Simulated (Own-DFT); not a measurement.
# Same atoms, different arrangement: Ga48P48, 96 atoms

All numbers below are calculated, not measured. They come from Own-DFT, an in-house plane-wave density functional program, since retired, whose code no person has reviewed. Each row is one single-point run on a periodic cell that was not relaxed, without spin or spin-orbit coupling.

Settings of every run: PBE; PseudoDojo norm-conserving scalar-relativistic files; cutoff 42 hartree; 2 x 3 x 3 k mesh centred on Gamma; Fermi-Dirac smearing of 0.1 eV.

Known limits, some of them of some rows only: not probed for a lower state with spin; forces on such cells failed a check on a denser k mesh; forces on such cells passed a denser k mesh, each cell not checked; stress not checked against mesh or cutoff.

All cells hold the same atoms in the same cell, with vectors in Å (16.352, 0.000, 0.000); (0.000, 10.901, 0.000); (0.000, 0.000, 10.901). Every atom was moved at random from its ideal site; u is the rms move along one axis. The defect's site can differ from row to row. E is the free energy of the cell above the lowest run. The arrangements:

- A: zincblende GaP
- B: zincblende GaP, with one Ga on a P site and one P on a Ga site, 2.4 Å apart

| arrangement | u (Å) | E (eV) | P (GPa) |
|---|---|---|---|
| A | 0.0180 | 0.000 | 2.68 |
| A | 0.0198 | 0.136 | 2.71 |
| A | 0.0216 | 0.180 | 2.71 |
| A | 0.0488 | 3.771 | 3.27 |
| A | 0.0511 | 4.073 | 3.31 |
| A | 0.0528 | 4.408 | 3.38 |
| B | 0.0281 | 3.990 | 2.95 |
| B | 0.0291 | 3.841 | 2.93 |
| B | 0.0291 | 4.119 | 2.94 |
| B | 0.0484 | 6.857 | 3.41 |
| B | 0.0510 | 7.033 | 3.39 |
| B | 0.0532 | 7.212 | 3.38 |

Question: once the cost of the random moves is taken out, how do the arrangements rank?

## Worked answer

Fit E = a + b u², with one b for all and one a for each arrangement, and with residuals divided by u², since the noise grows with the moves. Then b = 1769 eV/Å², the scatter at u = 0.04 Å is 0.18 eV, and against A:

- B: 3.10 ± 0.07 eV (higher)

These are energies of unrelaxed cells. Relaxing the atoms lowers the strained arrangements most, so the gaps would shrink and small ones could change sign.
